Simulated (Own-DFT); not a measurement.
SiC (4H silicon carbide, atoms displaced) (calculated)

Computed with Own-DFT development build. A calculation, not a measurement: plane-wave PBE density functional theory by an unreviewed code, no spin, of a simulated periodic cell, stress positive in tension, free energy of the whole cell less one offset for each atom, forces on such cells passed a denser k mesh, this cell's mesh not checked; offsets are fitted by least squares, one for each functional and potential file, so energies compare only between cells with the same atoms and settings and are not formation energies; the far tail of each file's local potential was reset to the Coulomb form; each entry is a single point on an unrelaxed cell, so the pressure reflects the starting lattice, mostly measured values (interpolated for alloys), from which strain is counted, and rises with the displacements; printed positions are rounded, which can move forces by about a meV/angstrom; the program, named Own-DFT, is a retired in-house code; no spin-orbit coupling.

Common to all runs: functional PBE; potential files PseudoDojo norm-conserving, scalar-relativistic, standard set; wave cutoff 42 hartree; occupations Fermi-Dirac; smearing width 0.1 eV; hardware one NVIDIA H200; k mesh 3 x 3 x 3 centred on Gamma.

```yaml
- entry: 1
  formula: SiC
  kind: "4H silicon carbide, atoms displaced"
  structure:
    cell_angstrom: [[12.3308, 0.0, 0.0], [-6.1654, 10.6788, 0.0], [0.0, 0.0, 10.0681]]
    atoms_fractional:
      - [Si, 0.98502, 0.98892, 0.40154]
      - [Si, 0.07466, 0.17075, 0.16332]
      - [C, 0.00466, 0.01098, 0.10345]
      - [C, 0.07737, 0.15714, 0.35159]
      - [Si, 0.9836, 0.23287, 0.39655]
      - [Si, 0.08532, 0.41861, 0.13518]
      - [C, 0.01584, 0.2555, 0.0814]
      - [C, 0.05729, 0.39958, 0.33369]
      - [Si, 0.9883, 0.47864, 0.39965]
      - [Si, 0.08102, 0.67494, 0.14529]
      - [C, 0.00788, 0.49991, 0.10406]
      - [C, 0.08858, 0.68186, 0.34508]
      - [Si, 0.99121, 0.74551, 0.40633]
      - [Si, 0.08412, 0.91928, 0.162]
      - [C, 0.99103, 0.73607, 0.08916]
      - [C, 0.0846, 0.915, 0.33623]
      - [Si, 0.24011, 0.98003, 0.42425]
      - [Si, 0.333, 0.16318, 0.15555]
      - [C, 0.24129, 0.00334, 0.10327]
      - [C, 0.3258, 0.17101, 0.32292]
      - [Si, 0.24816, 0.24809, 0.42657]
      - [Si, 0.33908, 0.42039, 0.15198]
      - [C, 0.25918, 0.25059, 0.09925]
      - [C, 0.35031, 0.42905, 0.33941]
      - [Si, 0.25953, 0.51157, 0.40782]
      - [Si, 0.32139, 0.66209, 0.1565]
      - [C, 0.23406, 0.49571, 0.10045]
      - [C, 0.32605, 0.64917, 0.34284]
      - [Si, 0.24676, 0.7505, 0.41073]
      - [Si, 0.33223, 0.91774, 0.148]
      - [C, 0.24554, 0.74438, 0.09511]
      - [C, 0.34238, 0.9141, 0.34613]
      - [Si, 0.49779, 0.99754, 0.40592]
      - [Si, 0.58331, 0.17582, 0.15637]
      - [C, 0.49681, 0.988, 0.09667]
      - [C, 0.5761, 0.16183, 0.36321]
      - [Si, 0.51182, 0.25473, 0.40722]
      - [Si, 0.58254, 0.41227, 0.15537]
      - [C, 0.4839, 0.22706, 0.07753]
      - [C, 0.59434, 0.43568, 0.34174]
      - [Si, 0.50878, 0.49663, 0.38608]
      - [Si, 0.58714, 0.68373, 0.1594]
      - [C, 0.49362, 0.49376, 0.0963]
      - [C, 0.57348, 0.67285, 0.33746]
      - [Si, 0.50075, 0.74401, 0.40019]
      - [Si, 0.57359, 0.91238, 0.15546]
      - [C, 0.49919, 0.76035, 0.07856]
      - [C, 0.57007, 0.91479, 0.34342]
      - [Si, 0.73619, 0.98386, 0.41006]
      - [Si, 0.83447, 0.16469, 0.16267]
      - [C, 0.74448, 0.00348, 0.08961]
      - [C, 0.8485, 0.18246, 0.34397]
      - [Si, 0.74485, 0.24102, 0.41387]
      - [Si, 0.822, 0.40751, 0.14915]
      - [C, 0.75969, 0.25929, 0.08695]
      - [C, 0.83813, 0.41267, 0.34079]
      - [Si, 0.75866, 0.51509, 0.40252]
      - [Si, 0.83631, 0.66405, 0.16837]
      - [C, 0.75058, 0.50007, 0.07353]
      - [C, 0.83131, 0.66686, 0.33403]
      - [Si, 0.7603, 0.75616, 0.41517]
      - [Si, 0.83408, 0.9156, 0.16302]
      - [C, 0.73922, 0.74437, 0.0963]
      - [C, 0.84884, 0.91753, 0.34555]
      - [Si, 0.99662, 0.01727, 0.8914]
      - [Si, 0.92579, 0.8399, 0.66057]
      - [C, 0.00292, 0.00249, 0.59029]
      - [C, 0.90255, 0.82911, 0.83649]
      - [Si, 0.98654, 0.72842, 0.90633]
      - [Si, 0.90495, 0.57077, 0.64899]
      - [C, 0.99597, 0.73888, 0.59996]
      - [C, 0.92434, 0.59439, 0.84415]
      - [Si, 0.01134, 0.51562, 0.90681]
      - [Si, 0.92703, 0.33472, 0.66601]
      - [C, 0.99537, 0.50595, 0.59915]
      - [C, 0.91825, 0.3505, 0.83761]
      - [Si, 0.02606, 0.26742, 0.90315]
      - [Si, 0.92434, 0.07772, 0.66077]
      - [C, 0.00473, 0.25814, 0.59342]
      - [C, 0.90821, 0.08444, 0.84419]
      - [Si, 0.75398, 0.99964, 0.89354]
      - [Si, 0.66383, 0.82607, 0.65573]
      - [C, 0.75042, 0.99006, 0.58802]
      - [C, 0.66145, 0.82722, 0.85874]
      - [Si, 0.75717, 0.75921, 0.90511]
      - [Si, 0.64438, 0.56626, 0.66614]
      - [C, 0.75186, 0.74692, 0.58695]
      - [C, 0.67603, 0.58144, 0.8684]
      - [Si, 0.74546, 0.50453, 0.90988]
      - [Si, 0.68061, 0.33542, 0.65693]
      - [C, 0.75055, 0.51952, 0.58406]
      - [C, 0.66516, 0.33183, 0.83452]
      - [Si, 0.74682, 0.24241, 0.90501]
      - [Si, 0.671, 0.08762, 0.6599]
      - [C, 0.74154, 0.25395, 0.60734]
      - [C, 0.67396, 0.09933, 0.8415]
      - [Si, 0.4984, 0.9859, 0.90477]
      - [Si, 0.4297, 0.84986, 0.65598]
      - [C, 0.49235, 0.99492, 0.59085]
      - [C, 0.40262, 0.81674, 0.86276]
      - [Si, 0.51134, 0.75435, 0.90952]
      - [Si, 0.42879, 0.60352, 0.66409]
      - [C, 0.50756, 0.76523, 0.60099]
      - [C, 0.41214, 0.58567, 0.86123]
      - [Si, 0.50238, 0.49492, 0.90212]
      - [Si, 0.42354, 0.34441, 0.64532]
      - [C, 0.50911, 0.50687, 0.59623]
      - [C, 0.42192, 0.3412, 0.84823]
      - [Si, 0.49224, 0.23462, 0.90445]
      - [Si, 0.42244, 0.09435, 0.65815]
      - [C, 0.49301, 0.24366, 0.58125]
      - [C, 0.41949, 0.08677, 0.85207]
      - [Si, 0.24005, 0.9954, 0.90406]
      - [Si, 0.16532, 0.8317, 0.64882]
      - [C, 0.24754, 0.9952, 0.6038]
      - [C, 0.15631, 0.83006, 0.85944]
      - [Si, 0.23903, 0.73805, 0.91078]
      - [Si, 0.17156, 0.5809, 0.64694]
      - [C, 0.26249, 0.76163, 0.58647]
      - [C, 0.17634, 0.57521, 0.83541]
      - [Si, 0.24808, 0.50477, 0.93111]
      - [Si, 0.15589, 0.3441, 0.66924]
      - [C, 0.24601, 0.50812, 0.60921]
      - [C, 0.171, 0.34767, 0.83307]
      - [Si, 0.25079, 0.24624, 0.91041]
      - [Si, 0.16364, 0.09341, 0.66919]
      - [C, 0.25047, 0.25049, 0.59222]
      - [C, 0.16362, 0.09706, 0.82818]
  results:
    "free_energy_of_cell_above_offsets [eV]": "22.815"
    "pressure [GPa]": 12.37
    "stress_xx [GPa]": -13.08
    "stress_yy [GPa]": -10.83
    "stress_zz [GPa]": -13.19
    "stress_yz [GPa]": -1.45
    "stress_xz [GPa]": 0.01
    "stress_xy [GPa]": -0.18
    force_element: [Si, Si, C, C, Si, Si, C, C, Si, Si, C, C, Si, Si, C, C, Si, Si, C, C, Si, Si, C, C, Si, Si, C, C, Si, Si, C, C, Si, Si, C, C, Si, Si, C, C, Si, Si, C, C, Si, Si, C, C, Si, Si, C, C, Si, Si, C, C, Si, Si, C, C, Si, Si, C, C, Si, Si, C, C, Si, Si, C, C, Si, Si, C, C, Si, Si, C, C, Si, Si, C, C, Si, Si, C, C, Si, Si, C, C, Si, Si, C, C, Si, Si, C, C, Si, Si, C, C, Si, Si, C, C, Si, Si, C, C, Si, Si, C, C, Si, Si, C, C, Si, Si, C, C, Si, Si, C, C]
    "force_x [eV/angstrom]": [9.761, 4.737, -0.609, -0.725, 9.679, -3.988, -3.141, 5.299, 0.736, 2.76, -4.093, -0.476, 2.113, -1.424, -2.369, -1.418, 0.453, -1.2, 2.305, 1.951, 0.105, -1.58, -3.153, -3.274, -0.291, 1.851, 6.816, -0.877, 1.188, -0.515, -0.972, -3.024, -0.982, 1.65, -2.12, 2.765, -4.406, -0.855, 1.61, 5.632, -5.233, -1.555, 2.059, 6.151, -4.896, 2.227, 0.185, 3.483, 1.139, -0.265, 1.212, -10.15, 0.088, 2.1, -0.829, -5.601, 0.812, -1.884, 0.088, -0.143, -1.887, -0.451, 3.662, -9.993, 2.858, -0.672, 0.96, 3.828, -1.232, -0.302, -0.823, -0.863, -0.227, -2.938, 3.385, 1.549, -5.733, -3.156, -0.593, 1.715, -3.464, 2.161, -0.499, 2.807, -1.877, 7.841, -0.732, -7.105, 6.279, -7.509, 0.652, -0.335, 0.182, -0.701, 7.975, 0.524, -1.201, -2.087, 1.313, 2.13, -4.89, -1.637, -0.164, 2.661, -1.281, -0.625, -6.618, 0.122, 0.303, -0.371, 0.378, -0.584, 0.485, 0.451, -0.888, 0.954, -0.083, -6.276, -0.393, -3.609, 1.925, 3.326, 6.942, 3.52, -0.022, 2.067, -0.522, 0.485]
    "force_y [eV/angstrom]": [6.052, -0.246, -2.243, 1.335, 6.076, -3.925, -0.278, 0.105, 5.201, -2.842, 1.846, -2.806, 1.231, -0.827, 3.174, -1.031, 2.786, 0.155, -1.542, -0.111, 0.255, -1.828, 0.346, -2.485, -8.462, 0.662, 2.848, 8.555, -0.32, -0.553, 1.351, -0.561, 0.236, -2.927, 3.783, 0.847, 0.527, 0.525, 3.353, -4.693, 4.419, -3.046, 2.448, -1.593, 2.156, 0.78, -2.636, -1.212, 1.668, 1.042, -0.672, -7.401, 2.18, 4.465, -4.474, -1.104, -3.378, -0.343, -1.029, 1.503, -1.38, 0.296, 2.274, -4.783, -3.732, -2.34, -0.81, 3.011, 10.49, 3.277, 2.26, -9.525, -2.154, 1.16, -2.801, -2.049, -2.395, 1.844, -2.981, 2.985, -0.184, 1.118, 2.049, 2.98, -3.253, 5.708, 0.07, 3.614, -4.081, 3.613, -3.657, 0.277, 6.917, -0.835, -3.849, -7.983, 1.752, -4.904, 5.219, 3.123, -3.017, -3.108, -2.118, -0.048, 2.895, -2.811, -1.635, -4.163, 6.521, -3.136, 3.344, -5.674, 0.937, -1.496, 2.113, -0.812, 0.773, 4.664, -1.73, 2.164, -0.132, 0.013, -2.408, -0.393, 3.229, -1.153, 1.615, -2.115]
    "force_z [eV/angstrom]": [3.286, 0.758, -2.417, -0.309, 4.93, 5.836, 0.797, -0.575, 2.271, 3.997, -3.06, -1.121, 0.435, -2.18, 0.119, 4.048, -3.675, -1.435, -3.163, 7.498, -7.821, 1.55, -1.604, 1.34, 2.417, 0.453, 0.521, -1.967, -2.108, 1.78, -0.329, -1.195, 1.216, 0.125, -1.449, -3.781, -1.602, -1.669, 3.767, -1.576, 3.307, -1.688, -1.212, 0.555, 2.43, 0.385, 5.556, -0.395, -1.743, -2.588, 1.029, -2.231, 0.064, 1.168, 0.677, -0.524, 0.231, -6.641, 8.553, 4.363, -3.069, -2.349, -0.168, -2.333, 3.681, -1.646, 0.481, 1.221, 2.301, 2.399, -1.47, -3.876, -0.006, -2.197, -2.293, 3.621, -0.034, -1.855, -0.476, -1.76, 3.132, 0.622, 2.489, -4.342, 2.625, 2.023, 3.718, -5.252, -4.083, 0.54, 1.452, 2.721, 0.433, -1.39, -4.405, -0.933, 1.078, 2.375, 0.436, -3.702, -0.917, 0.962, -1.983, -1.683, 3.261, 1.963, -3.595, -2.302, -1.445, 0.239, 2.393, -2.901, 1.086, 2.386, 0.61, -2.27, -0.885, 2.22, 2.641, 1.391, -5.637, -5.876, -4.496, 5.727, 0.161, -9.293, 4.784, 8.338]
    "wall_time [s]": 559.5
- entry: 2
  formula: SiC
  kind: "4H silicon carbide, atoms displaced"
  structure:
    cell_angstrom: [[12.3308, 0.0, 0.0], [-6.1654, 10.6788, 0.0], [0.0, 0.0, 10.0681]]
    atoms_fractional:
      - [Si, 0.98971, 0.00405, 0.39943]
      - [Si, 0.06706, 0.16162, 0.19299]
      - [C, 0.01694, 0.01395, 0.09228]
      - [C, 0.07495, 0.17521, 0.35475]
      - [Si, 0.98986, 0.25273, 0.42663]
      - [Si, 0.08403, 0.41603, 0.1608]
      - [C, 0.0088, 0.2639, 0.0864]
      - [C, 0.07055, 0.39563, 0.34129]
      - [Si, 0.99547, 0.49539, 0.40185]
      - [Si, 0.07204, 0.65696, 0.15618]
      - [C, 0.00127, 0.49187, 0.09164]
      - [C, 0.08872, 0.65848, 0.33047]
      - [Si, 0.01065, 0.76479, 0.40956]
      - [Si, 0.09218, 0.9188, 0.16032]
      - [C, 0.98358, 0.74454, 0.12013]
      - [C, 0.09882, 0.9309, 0.35113]
      - [Si, 0.24039, 0.99057, 0.41984]
      - [Si, 0.33316, 0.17632, 0.16126]
      - [C, 0.26731, 0.00411, 0.0917]
      - [C, 0.32397, 0.16143, 0.35361]
      - [Si, 0.2398, 0.23877, 0.40616]
      - [Si, 0.31807, 0.41916, 0.15646]
      - [C, 0.26275, 0.25457, 0.09154]
      - [C, 0.33248, 0.41673, 0.33832]
      - [Si, 0.253, 0.50002, 0.39795]
      - [Si, 0.32939, 0.66406, 0.15635]
      - [C, 0.23046, 0.48394, 0.07868]
      - [C, 0.31527, 0.64961, 0.34563]
      - [Si, 0.23625, 0.73307, 0.40548]
      - [Si, 0.32688, 0.90423, 0.1613]
      - [C, 0.27159, 0.76099, 0.09829]
      - [C, 0.31301, 0.88648, 0.34125]
      - [Si, 0.52856, 0.02621, 0.41772]
      - [Si, 0.57314, 0.17053, 0.17293]
      - [C, 0.51163, 0.00832, 0.09411]
      - [C, 0.57133, 0.16282, 0.3362]
      - [Si, 0.48375, 0.2341, 0.38691]
      - [Si, 0.60136, 0.42323, 0.15273]
      - [C, 0.50138, 0.24616, 0.10158]
      - [C, 0.58582, 0.41174, 0.3473]
      - [Si, 0.49592, 0.49857, 0.41004]
      - [Si, 0.5805, 0.67447, 0.16138]
      - [C, 0.51375, 0.52063, 0.08567]
      - [C, 0.59282, 0.66974, 0.32384]
      - [Si, 0.50161, 0.7426, 0.40203]
      - [Si, 0.57015, 0.90417, 0.15549]
      - [C, 0.49311, 0.73001, 0.1006]
      - [C, 0.56815, 0.91494, 0.35207]
      - [Si, 0.73204, 0.98302, 0.40509]
      - [Si, 0.84343, 0.16455, 0.14845]
      - [C, 0.75607, 0.99551, 0.09465]
      - [C, 0.83986, 0.16813, 0.33456]
      - [Si, 0.74165, 0.25725, 0.41418]
      - [Si, 0.83129, 0.41663, 0.15314]
      - [C, 0.74762, 0.25383, 0.1037]
      - [C, 0.82533, 0.3983, 0.34734]
      - [Si, 0.73631, 0.50193, 0.39853]
      - [Si, 0.83497, 0.6663, 0.14864]
      - [C, 0.74504, 0.49734, 0.07188]
      - [C, 0.8323, 0.66931, 0.35225]
      - [Si, 0.75022, 0.74681, 0.39542]
      - [Si, 0.81967, 0.90811, 0.15865]
      - [C, 0.73816, 0.73766, 0.08516]
      - [C, 0.82259, 0.91683, 0.34945]
      - [Si, 0.99331, 0.99711, 0.91005]
      - [Si, 0.91246, 0.82801, 0.67066]
      - [C, 0.00727, 0.00199, 0.57728]
      - [C, 0.93717, 0.8448, 0.8501]
      - [Si, 0.98714, 0.74212, 0.90003]
      - [Si, 0.9183, 0.59411, 0.65002]
      - [C, 0.99726, 0.75143, 0.57123]
      - [C, 0.92614, 0.58676, 0.84734]
      - [Si, 0.98991, 0.50198, 0.89594]
      - [Si, 0.93632, 0.3375, 0.6599]
      - [C, 0.00865, 0.50625, 0.6047]
      - [C, 0.93543, 0.3273, 0.84454]
      - [Si, 0.99845, 0.2453, 0.89964]
      - [Si, 0.93148, 0.09517, 0.6564]
      - [C, 0.99786, 0.25824, 0.61644]
      - [C, 0.90742, 0.06401, 0.83949]
      - [Si, 0.75379, 0.99315, 0.89225]
      - [Si, 0.66378, 0.83144, 0.64198]
      - [C, 0.74654, 0.98889, 0.59154]
      - [C, 0.67573, 0.84258, 0.84204]
      - [Si, 0.77079, 0.769, 0.91282]
      - [Si, 0.65867, 0.57177, 0.63632]
      - [C, 0.74863, 0.74334, 0.59107]
      - [C, 0.67146, 0.57106, 0.8626]
      - [Si, 0.77602, 0.52179, 0.89955]
      - [Si, 0.66104, 0.33655, 0.65006]
      - [C, 0.76029, 0.50053, 0.58563]
      - [C, 0.66641, 0.34215, 0.84765]
      - [Si, 0.7672, 0.25689, 0.90626]
      - [Si, 0.67554, 0.07878, 0.658]
      - [C, 0.75927, 0.25501, 0.58977]
      - [C, 0.66489, 0.07528, 0.84811]
      - [Si, 0.52297, 0.01039, 0.91258]
      - [Si, 0.4107, 0.83126, 0.64327]
      - [C, 0.50216, 0.01173, 0.60449]
      - [C, 0.41015, 0.82821, 0.85109]
      - [Si, 0.4876, 0.73965, 0.90386]
      - [Si, 0.42275, 0.57312, 0.65111]
      - [C, 0.4915, 0.74462, 0.5999]
      - [C, 0.42114, 0.58532, 0.83738]
      - [Si, 0.48842, 0.49781, 0.902]
      - [Si, 0.42032, 0.34088, 0.65948]
      - [C, 0.49862, 0.51147, 0.58659]
      - [C, 0.41283, 0.33214, 0.85639]
      - [Si, 0.51075, 0.25825, 0.89244]
      - [Si, 0.43376, 0.09958, 0.64507]
      - [C, 0.50686, 0.25551, 0.59359]
      - [C, 0.40523, 0.08008, 0.86369]
      - [Si, 0.23987, 0.99262, 0.91104]
      - [Si, 0.15988, 0.82996, 0.67475]
      - [C, 0.24394, 0.99256, 0.58552]
      - [C, 0.17445, 0.83825, 0.84842]
      - [Si, 0.25586, 0.75554, 0.9181]
      - [Si, 0.15417, 0.57096, 0.65123]
      - [C, 0.25055, 0.75367, 0.59405]
      - [C, 0.16603, 0.58115, 0.83918]
      - [Si, 0.24521, 0.50511, 0.88802]
      - [Si, 0.14681, 0.32099, 0.66496]
      - [C, 0.25513, 0.50141, 0.59128]
      - [C, 0.1684, 0.34159, 0.85482]
      - [Si, 0.24164, 0.24875, 0.89453]
      - [Si, 0.17638, 0.0848, 0.67433]
      - [C, 0.26385, 0.24803, 0.59134]
      - [C, 0.15163, 0.0703, 0.83907]
  results:
    "free_energy_of_cell_above_offsets [eV]": "25.849"
    "pressure [GPa]": 11.45
    "stress_xx [GPa]": -13.41
    "stress_yy [GPa]": -9.92
    "stress_zz [GPa]": -11.02
    "stress_yz [GPa]": 0.77
    "stress_xz [GPa]": -0.89
    "stress_xy [GPa]": 1.45
    force_element: [Si, Si, C, C, Si, Si, C, C, Si, Si, C, C, Si, Si, C, C, Si, Si, C, C, Si, Si, C, C, Si, Si, C, C, Si, Si, C, C, Si, Si, C, C, Si, Si, C, C, Si, Si, C, C, Si, Si, C, C, Si, Si, C, C, Si, Si, C, C, Si, Si, C, C, Si, Si, C, C, Si, Si, C, C, Si, Si, C, C, Si, Si, C, C, Si, Si, C, C, Si, Si, C, C, Si, Si, C, C, Si, Si, C, C, Si, Si, C, C, Si, Si, C, C, Si, Si, C, C, Si, Si, C, C, Si, Si, C, C, Si, Si, C, C, Si, Si, C, C, Si, Si, C, C, Si, Si, C, C]
    "force_x [eV/angstrom]": [1.849, 1.303, -1.453, 0.798, 0.019, -1.302, -0.014, 0.382, 0.091, 1.14, -2.63, -3.838, -0.193, -0.09, 7.243, -6.224, 5.029, 2.426, -3.167, -0.395, 0.425, 4.223, -3.793, 0.133, -1.073, 0.704, 1.504, 2.376, 1.835, 1.027, -3.385, -0.422, -3.017, 4.231, -0.742, 1.497, 0.47, -5.327, -2.023, -3.742, 0.564, 4.144, -1.015, -1.289, -2.411, 0.848, -4.853, 2.303, 0.271, -2.312, -2.62, -2.329, 2.278, 0.628, 1.247, -1.128, 5.743, -6.656, 4.261, 1.811, -0.377, 3.064, 1.651, 2.251, 1.848, -0.387, -0.983, -2.615, 4.431, 1.466, 0.365, -1.609, 8.08, -10.54, -5.695, -7.466, 4.512, -0.628, 3.979, 1.523, -3.238, 0.746, 0.389, -0.453, -3.107, 2.584, -0.82, -3.725, -4.531, 4.231, -2.624, 4.761, -2.887, -1.826, -0.152, 5.144, -7.514, 0.217, 3.947, 2.076, 1.974, -8.182, 1.807, -1.565, 3.836, 0.559, 5.654, 0.03, -2.872, -4.344, -2.475, 3.204, 1.14, 1.949, 1.032, -2.029, -0.409, 7.115, -2.116, -3.166, 2.126, 7.866, -1.212, -0.021, 1.537, -0.079, -3.427, 0.625]
    "force_y [eV/angstrom]": [-0.999, 1.653, -2.317, -1.057, -1.942, -0.859, -4.435, 4.756, -0.85, 0.788, 1.904, -1.121, -1.589, 1.124, 3.664, -2.812, 1.221, -2.115, -1.056, -1.23, 2.511, -0.589, 0.619, -1.1, -4.277, -2.596, 4.181, 3.861, 1.68, 5.765, -4.983, 5.017, -5.776, -1.626, -1.453, 2.076, 3.851, -1.605, 2.89, -0.988, -0.306, -3.651, -3.624, -0.944, 0.33, 2.216, 4.363, -1.651, 3.968, 1.033, 0.516, -1.847, -4.653, -0.346, -1.555, 7.386, 0.69, -3.659, 2.021, -0.618, 1.483, -0.235, 3.022, -1.644, 2.55, 1.6, 0.641, -2.605, 2.759, -1.38, -0.208, 2.408, -2.899, 4.091, -3.11, 3.605, -2.221, -5.311, -5.995, 4.63, 1.822, -2.214, 3.274, -5.283, -3.539, 2.52, 0.314, 3.591, -6.084, 0.86, -0.626, 1.023, -1.572, 1.277, -0.875, 4.093, -3.551, 0.989, -1.844, 1.903, 2.668, 4.642, -0.011, -1.576, 0.871, -0.918, -4.801, 0.282, -3.304, -3.107, 1.247, 2.085, 2.755, 0.835, 1.178, -3.13, -1.347, 5.905, -2.449, 1.836, -0.376, 4.718, -2.101, -3.155, -0.775, -0.728, -0.429, 2.071]
    "force_z [eV/angstrom]": [0.747, -10.35, 2.058, 5.42, -2.144, -0.941, 0.709, 1.343, 0.25, -1.464, -0.809, 2.774, -6.695, 0.041, -4.642, -3.144, -3.575, -0.59, 1.357, -1.897, 0.903, -2.019, -0.15, 1.351, 2.72, 0.507, 0.857, -1.695, 1.801, 1.184, -2.453, 0.881, 1.036, -7.606, 1.605, 5.15, 3.152, -0.411, -0.966, -1.34, -4.242, -5.293, 1.323, 7.841, 0.958, 0.12, -2.494, -1.521, -0.078, 0.764, -1.702, 2.837, -1.197, 0.648, -1.87, -2.553, 1.867, 2.696, 3.87, -2.685, 2.17, -0.081, 2.571, -1.8, 1.576, -4.88, 4.221, -0.966, 3.763, -0.834, 10.02, -4.312, 3.205, 2.138, -3.403, -1.813, 4.137, -0.663, -6.018, -0.997, 4.063, 3.096, -0.684, -1.464, -2.025, 3.664, -0.08, -4.392, 0.376, 1.916, -0.007, -2.543, 1.001, 0.218, 2.71, -2.695, 1.311, 2.807, -2.074, -1.748, 0.554, 2.962, -2.302, -0.87, 2.973, 0.286, -1.463, -3.052, 3.97, 4.049, -2.477, -3.498, 0.675, -5.267, 6.79, 1.952, -1.74, 1.936, -0.18, 0.062, 2.815, 0.262, 0.021, -3.224, 3.217, -7.509, 1.264, 4.057]
    "wall_time [s]": 548.1
```
